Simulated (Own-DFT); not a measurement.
Si12O23 (quartz with two neutral oxygen vacancies, atoms displaced) (calculated)

A calculation, not a measurement: plane-wave PBE and HSE06 DFT by an unreviewed code, no spin, of a simulated cell at Gamma alone, so results move with cell size and shape, stress positive in tension, energies less offsets, not probed for a lower state with spin; oxygen file: force components 24 meV/angstrom off all-electron in a glass; k mesh not checked against a denser one; forces and stress are PBE's, HSE06 gives the energy alone, and its difference from PBE has offsets of its own; offsets are fitted by least squares, one for each functional and potential file, so energies compare only between cells with the same atoms and settings and are not formation energies; the far tail of each file's local potential was reset to the Coulomb form; each entry is a single point on an unrelaxed cell, so the pressure reflects the starting lattice, mostly measured values (interpolated for alloys), from which strain is counted, and rises with the displacements; printed positions are rounded, which can move forces by about a meV/angstrom; the program, named Own-DFT, is a retired in-house code; no spin-orbit coupling. Program: Own-DFT development build.

Settings shared by all entries: first functional PBE; second functional HSE06; exact exchange share 0.25; screening 0.11 1/bohr; exchange divergence Gygi-Baldereschi; potential files PseudoDojo norm-conserving, scalar-relativistic, made for PBE, standard set; wave cutoff 48 hartree; occupations fixed; k mesh 1 x 1 x 1 centred on Gamma.

(1) 
```xyz
70
Lattice="9.8268 0.0000 0.0000 -4.9134 8.5103 0.0000 0.0000 0.0000 10.8104" Properties=species:S:1:pos:R:3:force_x:R:1:force_y:R:1:force_z:R:1 formula=Si12O23 PBE_energy_of_cell_above_offsets=-2.553 HSE06_less_PBE_above_offsets=0.463 PBE_pressure=14.9 PBE_stress_xx=-11.76 PBE_stress_yy=-18.79 PBE_stress_zz=-14.16 PBE_stress_yz=-5.1 PBE_stress_xz=-1.95 PBE_stress_xy=-0.15
Si     2.2968     0.0366     0.0289     -1.184     -0.788     -3.287
Si    -1.0337     2.0687     3.6268      -4.97      -1.96     -1.995
Si     1.1967     2.3113     1.8375      2.787     -1.479      2.502
O      1.3615     1.1992     0.7333      1.069      -2.39     -1.439
O      2.8673     2.6054     2.4939     -9.187      3.843      -7.87
O      3.2993     0.6702     4.2128     -2.408     -2.777      2.506
O     -0.9376     3.1446     4.7314     -4.711     -4.478     -1.529
O      0.3161     1.5503     3.0966      4.407      1.278     -2.877
O      0.7704     3.5751     1.0580     -0.447      1.655      0.994
Si    -2.6861     8.4603     5.3751      7.853      4.852      3.098
Si     8.6583     1.9897     8.9226      -8.74     -1.115      4.421
Si     1.3110     2.2162     7.0283      1.858      3.223      11.03
O      1.3885     1.1491     6.0263     -0.241     -4.453     -4.416
O      2.8389     2.5872     7.9228     -5.217     -0.079       -4.5
O      3.2495     0.6650     9.5562     -3.186     -5.044      3.953
O     -1.1769     3.0530    10.0352      1.438       4.91      4.589
O      0.1453     1.8094     8.3963      11.24     -1.997     -6.737
O      0.8017     3.6100     6.6968     -2.655      3.465     -3.363
Si    -0.1161     4.4765     0.0568      0.625     -10.54     -4.296
Si     6.1361     6.2820     3.6781       4.53      5.247     -7.686
Si    -1.0914     6.4954     1.7082     -4.733      3.393      6.886
O     -1.0155     5.3930     0.7309     -4.358     -0.249     -1.167
O      0.2218     6.7491     2.4587      1.989      0.789      0.215
O      0.8738     4.8381     4.3348     -0.695      1.012     -0.765
O     -3.4347     7.3739     4.7805     -4.444     -3.882     -2.135
O     -2.1105     5.9022     3.0428     -1.398      1.607     -1.309
O     -1.6256     7.8130     1.0141      0.525      0.987      0.933
Si    -0.1946     4.1972     5.3826      6.492       8.76      6.024
Si    -3.5599     6.2201     9.0342     -1.222     -1.578      0.036
Si    -1.2302     6.4997     7.2207      6.372     -0.671      0.222
O     -1.0363     5.4289     6.1286      0.449     -3.866     -3.162
O      0.3405     6.6990     7.8787      -4.05      1.479     -3.587
O      0.7860     4.9277     9.7466      2.091      1.813     -2.752
O     -3.5390     7.2191    10.2514      1.291      4.205      2.521
O     -2.1059     6.1377     8.3614     -2.594      -2.49      4.943
O     -1.7798     7.7585     6.6239     -2.383      6.358     -3.948
Si     2.4188     8.4261     0.0321     -4.518      2.066     -0.555
Si     3.6931     1.9793     3.4701      8.772     -1.827      7.663
Si     6.2731     2.1338     1.7272       -0.6      4.453      0.195
O      6.2863     1.0197     0.6607      0.578     -1.996     -1.438
O      7.7424     2.5199     2.4486      0.272     -0.076      0.081
O      8.1521     0.7049     4.2336      1.007      0.034     -0.051
O      3.7381     3.2121     4.9485      -6.66     -9.332     -6.469
O      5.2494     1.6652     2.8752     -2.321      0.387      2.186
Si     7.3853     0.1072     5.4584     -4.238     -2.917     -0.799
Si     3.7921     1.9387     8.9466      0.352      3.157      0.578
Si     6.2844     2.2173     7.2109     -6.398     -2.998     -1.305
O      6.2438     1.1290     5.9759      0.841     -0.094      0.704
O      7.5440     2.5643     7.8750       6.57      0.311       2.08
O      8.0244     0.5063     9.6468      4.043      4.047     -4.867
O      3.8277     3.0878    10.1198     -4.016     -4.106     -2.493
O      5.2065     1.8128     8.3785      3.161     -1.546     -1.056
O      5.6802     3.5178     6.6710     -2.632      5.214     -4.807
Si     4.6386     4.0658     0.0431      6.646      6.301      4.271
Si     1.2209     6.3851     3.6403      1.275     -9.396      -5.64
Si     3.7784     6.5573     1.7648     -1.148     -6.073      1.462
O      5.1187     6.9724     2.4802      3.608     -0.309      2.514
O      5.5570     5.0842     4.2413     -3.946     -8.387      4.386
O      1.3526     7.3552     4.6637      2.541      9.769      9.489
O      2.7064     6.0486     3.0342      1.164      0.371     -1.951
O      3.2140     7.8592     1.1826      1.442      1.533      1.822
Si     4.6959     4.1706     5.3510      6.927      8.521      7.066
Si     1.2983     6.3095     8.9735     -0.895     -0.384      5.022
Si     3.6526     6.4574     7.2279      3.558      3.025       5.35
O      3.7355     5.4076     6.1844      1.818     -5.039     -5.063
O      5.3269     6.7761     7.8888     -3.973      0.031     -2.337
O      5.7254     4.8449     9.6767     -1.096     -1.443      1.133
O      1.4487     7.3928    10.1865     -2.244      -2.67     -0.816
O      2.6806     5.9699     8.4375      4.226     -0.419     -1.824
O      3.2913     7.9274     6.6570     -0.308      0.756     -0.579
```

Units: PBE_energy_of_cell_above_offsets, HSE06_less_PBE_above_offsets in eV; PBE_pressure, PBE_stress_xx, PBE_stress_yy, PBE_stress_zz, PBE_stress_yz, PBE_stress_xz, PBE_stress_xy in GPa; force_x, force_y, force_z in eV/Å.

(2) 
```xyz
70
Lattice="9.8268 0.0000 0.0000 -4.9134 8.5103 0.0000 0.0000 0.0000 10.8104" Properties=species:S:1:pos:R:3:force_x:R:1:force_y:R:1:force_z:R:1 formula=Si12O23 PBE_energy_of_cell_above_offsets=-5.304 HSE06_less_PBE_above_offsets=0.673 PBE_pressure=11.27 PBE_stress_xx=-15.69 PBE_stress_yy=-8.91 PBE_stress_zz=-9.22 PBE_stress_yz=4.99 PBE_stress_xz=0.53 PBE_stress_xy=1.75
Si    -2.6760     8.4897     0.0002      4.226     -1.353     -4.912
Si    -1.0349     1.9130     3.5137     -2.879      2.114      2.412
Si     1.2728     2.2318     1.8835      6.981       0.87     -7.972
O      1.4114     1.0276     0.6134     -4.378      6.671      3.841
O      2.7424     2.4544     2.5170     -2.654      0.999     -3.192
O      3.1374     0.4237     4.2872      3.844      4.643      -5.31
O     -1.0531     3.0048     4.7151       1.38      1.086      0.671
O      0.3159     1.7032     2.8120       -3.6     -4.326      5.345
O      0.8479     3.5887     1.2426     -2.175      2.508     -1.657
Si    -2.6626     8.3699     5.4070      1.447      11.88      3.541
Si     8.6718     1.9573     8.9979      2.608      4.396     -3.182
Si     1.3768     2.3428     7.3356     -5.566     -3.721     -8.718
O      1.4411     1.1045     6.1886     -0.472     -0.126     -0.939
O      2.6997     2.4336     7.8092       13.3      1.682      6.033
O      3.3065     0.7354     9.5987     -2.744     -5.076      3.644
O     -1.0545     3.1235    10.1114     -0.537      0.472       1.16
O      0.3622     1.8149     8.2853     -6.795      -2.12      5.802
O      0.9019     3.5692     6.5137     -0.027      2.217     -0.284
Si    -0.2136     4.3223     0.0700      5.701     -5.329     -3.378
Si     6.1683     6.1817     3.6432     -0.379      4.983     -0.812
Si    -1.1474     6.4406     1.8967      -2.31      2.138     -1.404
O     -1.0257     5.4858     0.5411     -3.452      3.442      3.419
O      0.3452     6.7893     2.3792      1.536     -1.184      1.771
O      0.7997     4.7916     4.2119      0.828     -0.134     -0.776
O     -3.5392     7.3908     4.9027     -8.357     -10.67     -6.225
O     -2.1893     5.9224     3.0959          3      0.191     -2.004
O     -1.8453     7.8401     1.1071      3.672      -3.51      3.976
Si    -0.0543     4.1197     5.4155     -2.474      0.536     -0.479
Si     6.1239     6.2601     8.9981      1.297     -2.783     -2.539
Si    -1.2767     6.5306     7.2119       5.84      1.173     -4.227
O     -0.9553     5.3068     6.0548     -1.225      1.498       1.08
O      0.3726     6.7815     7.8045     -4.134      0.875     -2.861
O      0.8677     4.7741     9.7465      0.025      1.998     -1.269
O     -3.4847     7.3688    10.0352     -1.015      1.032      1.161
O     -2.0446     6.0211     8.4168     -5.028     -1.095      3.046
O     -1.7293     7.9730     6.5107      4.801     -4.942      6.045
Si     7.2415     0.0428     0.0689      1.677     -7.542     -3.017
Si     3.7857     1.9512     3.4903     -4.205     -1.423      9.109
Si     6.2514     2.3027     1.6918      1.238     -0.374      4.255
O      6.2904     1.1059     0.5610     -2.786      3.807      2.985
O      7.8136     2.6053     2.4321     -3.516     -0.951     -2.564
O      8.2138     0.6420     4.2187     -0.574     -2.609     -0.366
O      3.8027     3.1939     4.6928      0.778     -0.934      0.118
O      5.1774     1.7493     3.0275      7.855     -0.369     -5.043
O      5.7657     3.7579     1.2139       1.85     -1.691      1.574
Si     7.1655     0.0129     5.2803      3.012     -1.387       1.63
Si     3.8601     2.0094     9.0141      -1.35       5.15     -0.374
Si     6.2171     2.4247     7.2605      1.243     -4.472     -3.755
O      6.3750     1.0981     5.9694     -2.863      5.285      3.435
O      7.6871     2.5773     7.7312      2.779     -0.449      2.553
O      8.1228     0.7259     9.7243     -0.268     -2.823      0.687
O      5.2422     1.7518     8.2728      0.263     -0.516      0.308
O      5.7361     3.6993     6.4802      5.611     -2.673      6.408
Si     4.7880     4.1909     0.0468     -4.411      1.354     -2.093
Si     1.3833     6.1498     3.6553      0.331       2.25     -2.027
Si     3.7311     6.4746     1.7633      10.03     -8.406     -1.839
O      5.2995     6.7826     2.3437       0.03     -0.625       1.01
O      5.6662     4.9255     4.3285     -1.174     -2.793      1.565
O      1.2491     7.3921     4.7636       0.61     -2.051     -1.655
O      3.0029     6.0017     2.9405     -7.769     -2.641      7.884
O      3.2884     7.6813     1.1668     -4.943      11.61     -6.258
Si     4.7910     4.2353     5.5469      -8.48      3.697     -9.123
Si     1.3553     6.3049     8.8742      -3.32     -3.839      4.541
Si     3.7537     6.6144     7.1711     -2.878     -5.752      2.021
O      3.7754     5.3959     6.1135      0.701     -0.988     -0.541
O      5.1241     6.8706     7.8044      4.707      -0.55      3.003
O      5.6999     4.7436     9.6028      0.934      2.321     -1.338
O      1.4818     7.2389    10.1285      1.058      4.641      3.387
O      2.7353     5.9033     8.4389      6.313      0.175     -3.872
O      3.2359     7.8734     6.5599     -2.768       4.52     -3.408
```

Units: PBE_energy_of_cell_above_offsets, HSE06_less_PBE_above_offsets in eV; PBE_pressure, PBE_stress_xx, PBE_stress_yy, PBE_stress_zz, PBE_stress_yz, PBE_stress_xz, PBE_stress_xy in GPa; force_x, force_y, force_z in eV/Å.

(3) 
```xyz
70
Lattice="9.8268 0.0000 0.0000 -4.9134 8.5103 0.0000 0.0000 0.0000 10.8104" Properties=species:S:1:pos:R:3:force_x:R:1:force_y:R:1:force_z:R:1 formula=Si12O23 PBE_energy_of_cell_above_offsets=-6.323 HSE06_less_PBE_above_offsets=0.389 PBE_pressure=12.67 PBE_stress_xx=-14.49 PBE_stress_yy=-9.9 PBE_stress_zz=-13.64 PBE_stress_yz=2.26 PBE_stress_xz=1.77 PBE_stress_xy=2.52
Si    -2.6614     8.4650     0.0625     -1.717      2.234     -7.586
Si    -1.0213     1.9334     3.6829     -7.493      0.943      0.827
Si     1.4083     2.1868     1.7722     -3.921      4.447       2.56
O      1.3529     1.1327     0.6522     -0.541       -1.1     -1.278
O      2.7567     2.4793     2.5661     -0.947      0.687     -1.953
O      3.2061     0.6230     4.2815      3.791       2.06     -5.171
O     -0.9736     3.1031     4.7729      -0.66      0.495      0.778
O      0.3061     1.8029     3.0516      7.198     -0.957     -4.495
O      0.8290     3.6725     1.1129      0.307     -2.138      0.613
Si     2.4568     0.0210     5.4005     -10.73      0.116     -0.539
Si    -1.1000     2.1089     8.9667      1.414     -5.023      1.793
Si     1.3886     2.1523     7.0678     -0.264      0.552     -2.516
O      2.7169     2.6399     7.8739      1.082       0.04      0.402
O      3.3238     0.8265     9.6674     -4.713     -8.478      5.225
O     -1.2122     3.2260    10.0492      0.888      1.845      2.122
O      0.3229     1.7543     8.2486     -0.596      -0.28      1.222
Si    -0.2410     4.3281     0.0075      5.464     -4.873     -3.068
Si    -3.5873     6.3400     3.4340     -1.792     -2.781       9.68
Si    -1.1357     6.6004     1.8031     -6.802     -3.018     -1.297
O     -1.0006     5.3918     0.6774     -4.589      5.039      2.485
O      0.2462     6.7061     2.2612      8.975      0.653      5.192
O      0.7579     4.8959     4.2847      3.906       2.96     -5.512
O     -3.5765     7.3850     4.6305      1.906      2.989      3.241
O     -2.2504     6.0343     2.9533      9.657     -0.952     -4.419
O     -1.7979     7.9180     1.1388      3.995     -2.008      4.374
Si    -0.0330     4.2945     5.3897     -3.185      -3.79       6.39
Si     6.0569     6.1235     8.9501      11.95      7.823      3.401
Si    -1.2084     6.5315     7.1549      1.695      1.899      2.201
O     -1.1122     5.4952     6.0144      0.733     -2.702     -2.411
O      0.3873     6.6986     7.7944     -4.108      1.352     -2.871
O      0.8687     4.8915     9.6797     -1.182     -0.129        0.2
O     -3.5826     7.3203    10.2080     -0.045     -0.246     -1.122
O     -2.1705     6.1119     8.3665     -1.163     -0.486      0.521
O     -1.6621     8.0039     6.5123      4.714     -4.151      6.153
Si     2.3122     8.4936    10.7858      2.556      -4.87      2.591
Si     3.8437     1.8733     3.5148      -6.54      4.223      7.956
Si     6.2648     2.2087     1.7627      1.093      1.195     -0.155
O      6.3663     1.0276     0.5721     -4.606      6.068      4.913
O      7.7403     2.6014     2.4261     -0.841      -1.69      0.542
O      8.0624     0.5628     4.1957      0.143     -0.354      1.297
O      3.8463     3.1555     4.8583     -0.943     -3.603     -3.273
O      5.1062     1.6671     2.8669      9.095     -1.279     -4.775
O      5.7224     3.6785     1.1809     -1.019     -0.639     -1.051
Si     2.2712     8.4223     5.5393      -2.77      4.018      -5.78
Si     3.7473     2.0846     9.0410     -0.613      2.686     -4.792
Si     6.1289     2.2784     7.2621      2.541     -2.522     -0.871
O      6.2057     1.2260     5.9051       0.51      -0.83      1.906
O      7.7642     2.3854     7.8339     -5.498       0.88     -3.947
O      8.1024     0.5820     9.7589      5.545      4.601     -5.892
O      3.8676     3.1401    10.1438      0.161      3.982      3.004
O      5.1843     1.7034     8.4826      2.747      0.796     -2.261
O      5.7190     3.6014     6.5256     -0.162      2.206      0.054
Si     4.6742     4.3618     0.0031       4.54     -5.651     -0.353
Si     1.4432     6.2158     3.5996      -7.06      0.369      0.568
Si     3.6563     6.5183     1.7871      6.038     -2.161      3.457
O      3.9187     5.4788     0.6437     -2.913       1.53      0.522
O      5.2879     6.7682     2.4606     -9.508      2.491     -8.399
O      5.6336     4.9200     4.1349      1.557      1.113     -1.435
O      1.3311     7.2984     4.7429      0.363      1.373      0.864
O      2.8031     5.9724     3.0047      2.802     -1.314     -1.275
O      3.3507     7.8331     1.2046      -3.22      5.994     -3.233
Si     4.8360     4.2949     5.2932     -1.926       0.43      3.548
Si     1.2693     6.3121     8.9830      1.545     -1.921      2.802
Si     3.8082     6.4561     7.3416     -0.327      1.535     -6.105
O      3.7775     5.4122     6.1104      1.861     -1.103     -0.902
O      5.2817     6.6735     7.8767     -5.112       3.92     -6.774
O      5.6853     4.9560     9.6619     -3.372     -9.281      4.902
O      1.4328     7.3331    10.2328     -1.592     -1.664     -0.873
O      2.7359     6.1249     8.3255     -2.124      -1.85      4.399
O      3.0556     7.8180     6.6538      3.816     -1.703      3.679
```

Units: PBE_energy_of_cell_above_offsets, HSE06_less_PBE_above_offsets in eV; PBE_pressure, PBE_stress_xx, PBE_stress_yy, PBE_stress_zz, PBE_stress_yz, PBE_stress_xz, PBE_stress_xy in GPa; force_x, force_y, force_z in eV/Å.
